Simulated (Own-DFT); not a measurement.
Simulation results for GaP (zincblende, atoms displaced)

All values are calculated (Own-DFT development build). A calculation, not a measurement: plane-wave PBE density functional theory by an unreviewed code, no spin, of a simulated periodic cell, stress positive in tension, free energy of the whole cell less one offset for each atom, forces on such cells passed a denser k mesh, this cell's mesh not checked; offsets are fitted by least squares, one for each functional and potential file, so energies compare only between cells with the same atoms and settings and are not formation energies; the far tail of each file's local potential was reset to the Coulomb form; each entry is a single point on an unrelaxed cell, so the pressure reflects the starting lattice, mostly measured values (interpolated for alloys), from which strain is counted, and rises with the displacements; printed positions are rounded, which can move forces by about a meV/angstrom; the program, named Own-DFT, is a retired in-house code; no spin-orbit coupling.

Common to all runs: functional PBE; potential files PseudoDojo norm-conserving, scalar-relativistic, standard set; wave cutoff 42 hartree; occupations Fermi-Dirac; smearing width 0.1 eV; hardware one NVIDIA H200; k mesh 2 x 3 x 3 centred on Gamma.

(1) GaP (zincblende, atoms displaced)

```
cell vectors (Å)
  16.3515     0.0000     0.0000
   0.0000    10.9010     0.0000
   0.0000     0.0000    10.9010
atoms (fractions of the cell vectors)
Ga  0.00144  0.00019  0.99951
Ga  0.00002  0.24889  0.25291
Ga  0.16707  0.99994  0.24900
Ga  0.16510  0.25040  0.99785
P   0.08455  0.12508  0.12302
P   0.08219  0.37664  0.37058
P   0.25028  0.12470  0.37409
P   0.24837  0.37411  0.12314
Ga  0.99922  0.00172  0.49824
Ga  0.00176  0.24865  0.75443
Ga  0.16744  0.00154  0.75106
Ga  0.16645  0.24591  0.49924
P   0.08387  0.12574  0.62384
P   0.08358  0.37470  0.87826
P   0.24847  0.12632  0.87261
P   0.24877  0.37601  0.62553
Ga  0.00157  0.49976  0.99673
Ga  0.99875  0.74887  0.25094
Ga  0.16682  0.50123  0.24949
Ga  0.16589  0.74881  0.99840
P   0.08501  0.62691  0.12632
P   0.08399  0.87347  0.37540
P   0.25072  0.62445  0.37754
P   0.24962  0.87273  0.12654
Ga  0.99920  0.50060  0.49907
Ga  0.00009  0.75148  0.74902
Ga  0.16531  0.50280  0.75311
Ga  0.16767  0.74999  0.49912
P   0.08257  0.62386  0.62612
P   0.08379  0.87299  0.87590
P   0.24998  0.62434  0.87539
P   0.24911  0.87217  0.62443
Ga  0.33405  0.00191  0.00137
Ga  0.33401  0.24732  0.24749
Ga  0.50100  0.99544  0.25077
Ga  0.49839  0.25226  0.00192
P   0.41610  0.12508  0.12584
P   0.41696  0.37741  0.37786
P   0.58533  0.12858  0.37623
P   0.58411  0.37604  0.12445
Ga  0.33386  0.99929  0.49780
Ga  0.33281  0.24931  0.74721
Ga  0.49895  0.99881  0.75214
Ga  0.50079  0.25054  0.50395
P   0.41740  0.12790  0.62476
P   0.41643  0.37542  0.87508
P   0.58195  0.12203  0.87347
P   0.58416  0.37418  0.62716
Ga  0.33359  0.49560  0.99765
Ga  0.33475  0.74993  0.25349
Ga  0.50191  0.50070  0.25062
Ga  0.50102  0.75081  0.00283
P   0.41495  0.62523  0.12419
P   0.41508  0.87500  0.37669
P   0.58495  0.62151  0.37302
P   0.58253  0.87247  0.12403
Ga  0.33176  0.49574  0.49821
Ga  0.33205  0.74956  0.74920
Ga  0.50161  0.49860  0.75324
Ga  0.50071  0.75100  0.49809
P   0.41690  0.62688  0.62373
P   0.41841  0.87723  0.87524
P   0.58018  0.62631  0.87887
P   0.58227  0.87107  0.62276
Ga  0.66766  0.00242  0.00260
Ga  0.66548  0.24954  0.25101
Ga  0.83400  0.99930  0.24719
Ga  0.83539  0.25075  0.00241
P   0.74900  0.12675  0.12278
P   0.74826  0.37517  0.37674
P   0.91565  0.12209  0.37295
P   0.91722  0.37441  0.12379
Ga  0.66637  0.00037  0.49931
Ga  0.66581  0.24865  0.75126
Ga  0.83488  0.00007  0.74966
Ga  0.83016  0.25074  0.50220
P   0.74851  0.12632  0.62335
P   0.75105  0.37790  0.87568
P   0.91614  0.12347  0.87453
P   0.91693  0.37490  0.62506
Ga  0.66691  0.50105  0.99868
Ga  0.66638  0.75164  0.25084
Ga  0.83487  0.50089  0.24801
Ga  0.83268  0.75028  0.99572
P   0.74823  0.62579  0.12576
P   0.75017  0.87651  0.37345
P   0.91656  0.62537  0.37596
P   0.91502  0.87543  0.12749
Ga  0.66714  0.50076  0.50057
Ga  0.66755  0.74811  0.74868
Ga  0.83198  0.50127  0.74860
Ga  0.83240  0.74840  0.49831
P   0.74901  0.62412  0.62170
P   0.75051  0.87610  0.87526
P   0.91699  0.62631  0.87344
P   0.91739  0.87407  0.62656
```

Results for GaP (zincblende, atoms displaced): free energy of cell above offsets -53.576 eV; pressure 2.72 GPa; stress xx -2.73 GPa; stress yy -2.72 GPa; stress zz -2.72 GPa; stress yz -0.18 GPa; stress xz 0.05 GPa; stress xy -0.03 GPa; wall time 895.5 s.

Force:
```
element  x (eV/Å)  y (eV/Å)  z (eV/Å)
     Ga    -0.265    -0.203     0.177
     Ga    -0.073    -0.099    -0.456
     Ga    -0.064    -0.121     0.033
     Ga     0.324    -0.144     0.226
      P    -0.239     0.036     0.294
      P     0.295    -0.168     0.618
      P     0.031    -0.073    -0.048
      P      0.25    -0.049     0.171
     Ga     0.147    -0.305     0.156
     Ga    -0.242     0.147     -0.43
     Ga    -0.209    -0.378    -0.274
     Ga     0.005     0.666    -0.152
      P    -0.254    -0.216     0.241
      P     0.012     0.104    -0.513
      P     0.412    -0.019     0.339
      P    -0.229    -0.149     0.011
     Ga    -0.248     0.326     0.509
     Ga     0.178     0.193    -0.071
     Ga     0.193     0.001     0.019
     Ga     0.303     0.083     0.232
      P     -0.49    -0.203    -0.218
      P    -0.172     0.217    -0.081
      P    -0.104    -0.067    -0.321
      P     0.213      0.12    -0.223
     Ga     0.127    -0.183     0.108
     Ga     0.115    -0.172     0.107
     Ga     0.106    -0.288    -0.235
     Ga    -0.297     -0.24     0.155
      P     0.076     0.193     -0.24
      P    -0.036     0.309     -0.24
      P     0.114     0.036     0.084
      P      0.17     0.562     0.076
     Ga     -0.33    -0.233    -0.172
     Ga    -0.118     0.565      0.36
     Ga    -0.073     0.522     0.132
     Ga     0.269    -0.246    -0.161
      P     0.445    -0.211     0.036
      P     0.163    -0.547    -0.518
      P    -0.653    -0.554    -0.056
      P    -0.074    -0.144     0.006
     Ga    -0.232     0.216     0.505
     Ga    -0.041     0.237     0.181
     Ga     0.173     0.017    -0.618
     Ga    -0.016     0.199    -0.385
      P     -0.14    -0.621     0.017
      P    -0.003    -0.335    -0.266
      P      0.13     0.383     0.473
      P      0.04     0.268    -0.019
     Ga    -0.211     0.378     0.296
     Ga    -0.328    -0.168    -0.309
     Ga    -0.464    -0.083    -0.247
     Ga    -0.646    -0.067    -0.163
      P     0.251    -0.163     0.135
      P     0.521    -0.013    -0.178
      P    -0.156      0.58     0.297
      P     0.433     0.427     0.229
     Ga     0.208     0.484     0.487
     Ga      0.37     0.057      0.13
     Ga    -0.344     0.295    -0.396
     Ga    -0.114    -0.473    -0.131
      P    -0.013    -0.492     0.095
      P    -0.572    -0.434     0.205
      P     0.712    -0.062    -0.412
      P     0.264     0.578       0.3
     Ga    -0.339    -0.318    -0.376
     Ga     0.259     0.275    -0.232
     Ga    -0.411     0.215     0.078
     Ga    -0.305     0.002    -0.392
      P     0.299     0.069     0.461
      P     0.376     0.111    -0.421
      P    -0.199     0.493     0.316
      P     0.302     0.156     0.218
     Ga     -0.05    -0.178     0.099
     Ga     0.204     0.108     0.189
     Ga    -0.388     0.032    -0.217
     Ga     0.514    -0.011    -0.297
      P     0.162      -0.4      0.47
      P    -0.128    -0.459    -0.057
      P     0.197     0.159     0.228
      P      0.01    -0.165     0.153
     Ga    -0.089     0.062     0.107
     Ga     0.039    -0.149    -0.007
     Ga    -0.369    -0.131     0.155
     Ga     0.064      -0.1     0.548
      P     0.381     0.072    -0.178
      P         0    -0.013     0.126
      P    -0.068    -0.111    -0.137
      P     0.413    -0.275    -0.647
     Ga    -0.283    -0.302    -0.015
     Ga    -0.273     0.087     0.254
     Ga     0.285    -0.032    -0.058
     Ga     0.091     0.356     0.127
      P     0.191      0.15     0.327
      P    -0.266     0.069    -0.234
      P    -0.007    -0.164     -0.02
      P    -0.211     0.117    -0.473
```

(2) GaP (zincblende, atoms displaced)

```
cell vectors (Å)
  16.3515     0.0000     0.0000
   0.0000    10.9010     0.0000
   0.0000     0.0000    10.9010
atoms (fractions of the cell vectors)
Ga  0.00248  0.00577  0.00122
Ga  0.00012  0.24912  0.25155
Ga  0.16706  0.99970  0.25013
Ga  0.16545  0.25157  0.99809
P   0.08293  0.12308  0.12746
P   0.08452  0.37476  0.37346
P   0.24880  0.12549  0.37264
P   0.25051  0.37304  0.12777
Ga  0.99948  0.00111  0.50016
Ga  0.99903  0.25063  0.74721
Ga  0.16631  0.99850  0.75072
Ga  0.16619  0.25264  0.49958
P   0.08478  0.12435  0.62661
P   0.08428  0.37642  0.87516
P   0.24932  0.12159  0.87566
P   0.25037  0.37450  0.62747
Ga  0.99820  0.50123  0.00148
Ga  0.00097  0.75210  0.24729
Ga  0.16782  0.49994  0.24955
Ga  0.16617  0.74719  0.00123
P   0.08289  0.62625  0.12426
P   0.08267  0.87326  0.37411
P   0.25048  0.62556  0.37295
P   0.25065  0.87537  0.12442
Ga  0.00081  0.49987  0.49944
Ga  0.00030  0.74929  0.74657
Ga  0.16942  0.50095  0.74973
Ga  0.16764  0.75016  0.49749
P   0.08172  0.62733  0.62424
P   0.08350  0.87386  0.87317
P   0.24789  0.62490  0.87541
P   0.25018  0.87424  0.62493
Ga  0.33292  0.00076  0.00116
Ga  0.33317  0.24612  0.25163
Ga  0.49923  0.00008  0.24727
Ga  0.50107  0.24783  0.00064
P   0.41614  0.12597  0.12639
P   0.41515  0.37440  0.37162
P   0.58395  0.12575  0.37511
P   0.58408  0.37088  0.12398
Ga  0.33250  0.99870  0.50032
Ga  0.33195  0.24564  0.74850
Ga  0.50046  0.99814  0.74736
Ga  0.50030  0.24982  0.50037
P   0.41636  0.12383  0.62958
P   0.41810  0.37699  0.87499
P   0.58386  0.12595  0.87557
P   0.58615  0.37398  0.62613
Ga  0.33313  0.50390  0.00030
Ga  0.33358  0.74678  0.25017
Ga  0.49860  0.49931  0.24911
Ga  0.49968  0.74901  0.00069
P   0.41616  0.62775  0.12258
P   0.41491  0.87676  0.37506
P   0.58398  0.62752  0.37547
P   0.58277  0.86966  0.12137
Ga  0.33389  0.49862  0.49950
Ga  0.33464  0.75190  0.75101
Ga  0.49913  0.50096  0.74885
Ga  0.49950  0.74986  0.49873
P   0.41527  0.62725  0.62312
P   0.41881  0.87561  0.87755
P   0.58389  0.62313  0.87424
P   0.58034  0.87359  0.62392
Ga  0.66813  0.00116  0.00112
Ga  0.66633  0.24677  0.24980
Ga  0.83399  0.00149  0.25019
Ga  0.83151  0.25073  0.00232
P   0.74810  0.12734  0.12636
P   0.75010  0.37468  0.37592
P   0.91782  0.12670  0.37064
P   0.91692  0.37547  0.12330
Ga  0.66750  0.00047  0.50335
Ga  0.66672  0.25020  0.74983
Ga  0.83291  0.99861  0.74709
Ga  0.83412  0.25337  0.49814
P   0.74936  0.12572  0.62460
P   0.75167  0.37555  0.87605
P   0.91595  0.12399  0.87869
P   0.91628  0.37786  0.62501
Ga  0.66476  0.49935  0.00025
Ga  0.66437  0.74883  0.24927
Ga  0.83195  0.50158  0.24953
Ga  0.83155  0.74774  0.99827
P   0.74940  0.62445  0.12370
P   0.75046  0.87439  0.37402
P   0.91576  0.62714  0.37625
P   0.91691  0.87639  0.12484
Ga  0.66672  0.49789  0.49894
Ga  0.66376  0.74999  0.75036
Ga  0.83238  0.49895  0.74773
Ga  0.83505  0.75113  0.50181
P   0.75142  0.62347  0.62591
P   0.75205  0.87492  0.87293
P   0.91525  0.62434  0.87427
P   0.91737  0.87391  0.62514
```

Results for GaP (zincblende, atoms displaced): free energy of cell above offsets -53.611 eV; pressure 2.71 GPa; stress xx -2.71 GPa; stress yy -2.7 GPa; stress zz -2.71 GPa; stress yz 0.06 GPa; stress xz 0.04 GPa; stress xy 0.05 GPa; wall time 919.3 s.

Force:
```
element  x (eV/Å)  y (eV/Å)  z (eV/Å)
     Ga    -0.311    -0.771    -0.232
     Ga     0.137     0.356    -0.438
     Ga     -0.11    -0.265    -0.024
     Ga     0.156    -0.241     0.332
      P     0.409     0.555    -0.078
      P    -0.238     0.183     0.107
      P     0.076    -0.129     0.589
      P     0.094     0.126    -0.442
     Ga     0.153    -0.029     -0.09
     Ga     0.042    -0.078     0.472
     Ga     0.101    -0.126    -0.058
     Ga      0.12     -0.24     0.117
      P    -0.225     0.136    -0.288
      P    -0.363     0.115    -0.232
      P    -0.036     0.333     0.022
      P     0.081    -0.003     -0.42
     Ga     0.264    -0.005    -0.335
     Ga    -0.365    -0.188     0.217
     Ga    -0.153     0.071    -0.138
     Ga    -0.004     0.499    -0.146
      P     0.014    -0.353     0.204
      P     0.175     0.358     0.129
      P    -0.052    -0.298      0.31
      P    -0.114    -0.271     0.115
     Ga    -0.111     0.112    -0.175
     Ga    -0.194     0.058     0.587
     Ga    -0.652      0.02     -0.09
     Ga    -0.165    -0.019     0.172
      P     0.682     -0.44    -0.136
      P    -0.165     0.019     0.332
      P     0.574     0.259    -0.072
      P    -0.082     0.008     0.038
     Ga     0.189    -0.107    -0.047
     Ga    -0.092      0.27     -0.17
     Ga     0.263    -0.197     0.195
     Ga    -0.302     0.199    -0.163
      P     0.076    -0.101    -0.304
      P     0.266    -0.087      0.47
      P    -0.228     -0.41     0.069
      P     -0.18     0.413     0.302
     Ga    -0.047     0.341     0.049
     Ga     0.175     0.416       0.6
     Ga     0.047     0.193     0.557
     Ga    -0.112     0.083     0.073
      P     0.063     0.002    -0.779
      P    -0.431    -0.368      0.04
      P    -0.021    -0.376    -0.211
      P    -0.644     0.211    -0.183
     Ga    -0.112    -0.528    -0.069
     Ga    -0.001      0.54    -0.097
     Ga     0.312     0.114    -0.154
     Ga     0.129    -0.198    -0.432
      P     0.141    -0.341     0.337
      P     0.289    -0.234     -0.18
      P    -0.313    -0.592    -0.014
      P     0.155     0.776     0.339
     Ga    -0.175     0.054    -0.018
     Ga    -0.194    -0.049     0.197
     Ga     0.151    -0.051    -0.185
     Ga    -0.242     0.093    -0.162
      P     0.204     -0.26     0.117
      P    -0.289     0.079     -0.19
      P    -0.374     0.134     0.118
      P     0.534      0.07    -0.058
     Ga    -0.122    -0.303    -0.251
     Ga     0.008      0.47     0.307
     Ga    -0.183    -0.156    -0.159
     Ga     0.251    -0.071     -0.15
      P     0.438    -0.401     -0.01
      P    -0.149    -0.002    -0.457
      P    -0.299    -0.123     0.745
      P    -0.126    -0.098     0.496
     Ga    -0.164    -0.251    -0.405
     Ga     0.277    -0.007     0.357
     Ga     0.245     0.257     0.226
     Ga     0.075     -0.36     0.134
      P     0.375     0.143     0.012
      P    -0.416    -0.036    -0.142
      P    -0.081     0.246    -0.524
      P     0.157    -0.289    -0.185
     Ga     0.326    -0.151    -0.052
     Ga     0.504     0.156    -0.046
     Ga     0.262    -0.097     0.085
     Ga     0.355     0.276     0.182
      P    -0.266     0.024     0.116
      P     -0.15     0.069     0.161
      P     0.328    -0.204    -0.349
      P    -0.095    -0.034    -0.358
     Ga     0.128     0.327     0.134
     Ga     0.496     0.013    -0.105
     Ga     0.122      0.09     0.394
     Ga    -0.378    -0.089    -0.133
      P    -0.515     0.357    -0.234
      P    -0.594     0.005     0.092
      P     0.224     0.045    -0.182
      P     -0.01     0.349    -0.096
```

(3) GaP (zincblende, atoms displaced)

```
cell vectors (Å)
  16.3515     0.0000     0.0000
   0.0000    10.9010     0.0000
   0.0000     0.0000    10.9010
atoms (fractions of the cell vectors)
Ga  0.00035  0.00201  0.00069
Ga  0.99822  0.24867  0.25021
Ga  0.16785  0.99985  0.25021
Ga  0.16622  0.24960  0.00192
P   0.08330  0.12360  0.12142
P   0.08418  0.37371  0.37358
P   0.25187  0.12423  0.37538
P   0.24898  0.37390  0.12537
Ga  0.00005  0.00002  0.49854
Ga  0.00057  0.24912  0.74724
Ga  0.16762  0.99700  0.75009
Ga  0.16463  0.24932  0.50164
P   0.08183  0.12404  0.62413
P   0.08360  0.37286  0.87613
P   0.25077  0.12694  0.87648
P   0.24867  0.37558  0.62602
Ga  0.99857  0.50217  0.00248
Ga  0.99850  0.74665  0.24801
Ga  0.16810  0.50030  0.25161
Ga  0.16937  0.75050  0.99873
P   0.08396  0.62622  0.12556
P   0.08321  0.87526  0.37623
P   0.24960  0.62630  0.37530
P   0.24913  0.87554  0.12535
Ga  0.00201  0.50144  0.49949
Ga  0.00051  0.75200  0.75166
Ga  0.16635  0.50549  0.75058
Ga  0.16589  0.75299  0.50048
P   0.08275  0.62801  0.62527
P   0.08388  0.87606  0.87571
P   0.25001  0.62569  0.87267
P   0.24975  0.87410  0.62408
Ga  0.33370  0.00126  0.00026
Ga  0.33383  0.24747  0.25269
Ga  0.49974  0.00101  0.25246
Ga  0.49796  0.25333  0.00301
P   0.41678  0.12491  0.12637
P   0.41452  0.37494  0.37597
P   0.58288  0.12332  0.37741
P   0.58456  0.37449  0.12528
Ga  0.33612  0.00022  0.49772
Ga  0.33371  0.25118  0.74945
Ga  0.50100  0.00134  0.74804
Ga  0.50077  0.24870  0.50508
P   0.41692  0.12447  0.62488
P   0.41606  0.37553  0.87611
P   0.58492  0.12598  0.87498
P   0.58305  0.37476  0.62351
Ga  0.33170  0.50176  0.00083
Ga  0.33402  0.75180  0.25044
Ga  0.50198  0.50268  0.24990
Ga  0.50003  0.74689  0.00002
P   0.41707  0.62495  0.12281
P   0.41644  0.87579  0.37524
P   0.58258  0.62747  0.37356
P   0.58160  0.87685  0.12276
Ga  0.33287  0.50000  0.49946
Ga  0.33519  0.74819  0.75011
Ga  0.49879  0.49939  0.74884
Ga  0.49994  0.74833  0.49968
P   0.41648  0.62373  0.62627
P   0.41783  0.87671  0.87288
P   0.58228  0.62335  0.87617
P   0.58292  0.87593  0.62577
Ga  0.66616  0.00178  0.99788
Ga  0.66692  0.25095  0.25086
Ga  0.83391  0.00226  0.24877
Ga  0.83405  0.25143  0.00098
P   0.75108  0.12610  0.11990
P   0.75051  0.37649  0.37689
P   0.91729  0.12580  0.37832
P   0.91477  0.37197  0.12703
Ga  0.66640  0.00330  0.50139
Ga  0.66506  0.24629  0.74954
Ga  0.83287  0.99963  0.75118
Ga  0.83523  0.24826  0.49719
P   0.75172  0.12877  0.62569
P   0.74907  0.37306  0.87365
P   0.91649  0.12612  0.87446
P   0.91756  0.37120  0.62725
Ga  0.66624  0.49868  0.00220
Ga  0.66727  0.74887  0.25172
Ga  0.83290  0.49856  0.24773
Ga  0.83451  0.75046  0.99961
P   0.74754  0.62682  0.12610
P   0.74857  0.87375  0.37358
P   0.91450  0.62207  0.37534
P   0.91486  0.87345  0.12465
Ga  0.66787  0.50052  0.49953
Ga  0.66522  0.75089  0.74894
Ga  0.83324  0.50272  0.75062
Ga  0.83540  0.75166  0.49955
P   0.75193  0.62615  0.62313
P   0.75073  0.87611  0.87319
P   0.91444  0.62589  0.87621
P   0.91770  0.87334  0.62749
```

It finds free energy of cell above offsets -53.663 eV; pressure 2.7 GPa; stress xx -2.7 GPa; stress yy -2.7 GPa; stress zz -2.71 GPa; stress yz -0.2 GPa; stress xz -0.09 GPa; stress xy -0.05 GPa; wall time 905.2 s.

Force:
```
element  x (eV/Å)  y (eV/Å)  z (eV/Å)
     Ga    -0.351    -0.345    -0.218
     Ga     0.418    -0.046    -0.066
     Ga    -0.267     0.106     0.074
     Ga     0.087     0.088    -0.248
      P     0.005     0.155     0.776
      P    -0.169     0.101     0.012
      P    -0.462     0.042     0.203
      P     0.291     0.034     0.165
     Ga    -0.027     -0.24     0.313
     Ga     0.074    -0.033     0.472
     Ga    -0.008     0.447    -0.008
     Ga     0.333    -0.057    -0.123
      P     0.367    -0.248     0.162
      P     -0.17     0.478    -0.119
      P    -0.149    -0.187    -0.224
      P     0.017     0.095    -0.051
     Ga     0.145    -0.358    -0.143
     Ga     0.039     0.257     0.346
     Ga     -0.17    -0.027     -0.17
     Ga    -0.397    -0.007     0.056
      P     0.165    -0.145    -0.133
      P     -0.21    -0.053    -0.487
      P     0.093     0.134     0.094
      P     0.385    -0.013    -0.073
     Ga    -0.309    -0.358     0.127
     Ga    -0.042    -0.224     0.182
     Ga    -0.255    -0.622    -0.047
     Ga     0.086    -0.224    -0.056
      P     0.035    -0.065    -0.006
      P    -0.019    -0.105      0.14
      P      0.22     0.091     0.285
      P     0.486     0.109     0.025
     Ga     0.015    -0.163    -0.076
     Ga    -0.099     0.332    -0.323
     Ga     0.097    -0.118    -0.248
     Ga     0.321    -0.307    -0.239
      P     0.022     0.012     0.015
      P     0.709     0.017    -0.049
      P     0.045     0.424    -0.222
      P    -0.297     0.051     0.228
     Ga    -0.456    -0.077     0.359
     Ga    -0.107     -0.05     0.053
     Ga    -0.009      0.04     0.291
     Ga    -0.263     0.191    -0.617
      P    -0.111     0.061     0.168
      P    -0.076     0.116    -0.078
      P     -0.76      0.06      0.15
      P      0.22     0.185     0.285
     Ga    -0.001    -0.244    -0.055
     Ga      -0.1    -0.186    -0.156
     Ga    -0.432    -0.434    -0.009
     Ga    -0.053      0.48    -0.206
      P     -0.21     0.002     0.391
      P     0.264    -0.277    -0.032
      P     0.259    -0.277     0.337
      P     0.314    -0.189     0.308
     Ga    -0.174    -0.006     0.131
     Ga    -0.181     0.407    -0.051
     Ga     0.228    -0.116     0.197
     Ga     -0.09     0.241     0.178
      P     0.025     0.023    -0.352
      P    -0.083    -0.164     0.266
      P     0.248    -0.036    -0.259
      P     0.026    -0.085    -0.324
     Ga     0.155    -0.314     0.109
     Ga     0.159    -0.286     0.048
     Ga    -0.252    -0.126     0.113
     Ga     -0.13     -0.04    -0.504
      P    -0.269     -0.05     0.637
      P     0.026    -0.277    -0.257
      P    -0.041    -0.385    -0.586
      P     0.368     0.412     -0.16
     Ga     0.328    -0.332     0.084
     Ga     0.234     0.517    -0.106
     Ga     0.175      0.16    -0.196
     Ga    -0.269     0.483     0.433
      P    -0.111    -0.431    -0.177
      P     0.065      0.28     0.086
      P     0.118    -0.071     0.053
      P    -0.139     0.721    -0.403
     Ga     0.179     0.052    -0.368
     Ga     -0.42     0.443    -0.361
     Ga    -0.283     0.167     0.117
     Ga    -0.617     0.027     0.058
      P     0.502    -0.225    -0.263
      P     0.369     0.472     0.312
      P      0.39     0.115     -0.12
      P      0.47     0.321     0.079
     Ga    -0.209     0.156     0.073
     Ga     0.247    -0.223     0.155
     Ga    -0.087    -0.522    -0.115
     Ga    -0.241     0.055    -0.077
      P    -0.359     0.096     0.146
      P    -0.301    -0.254     0.245
      P     0.533    -0.047    -0.096
      P    -0.119     0.413    -0.277
```
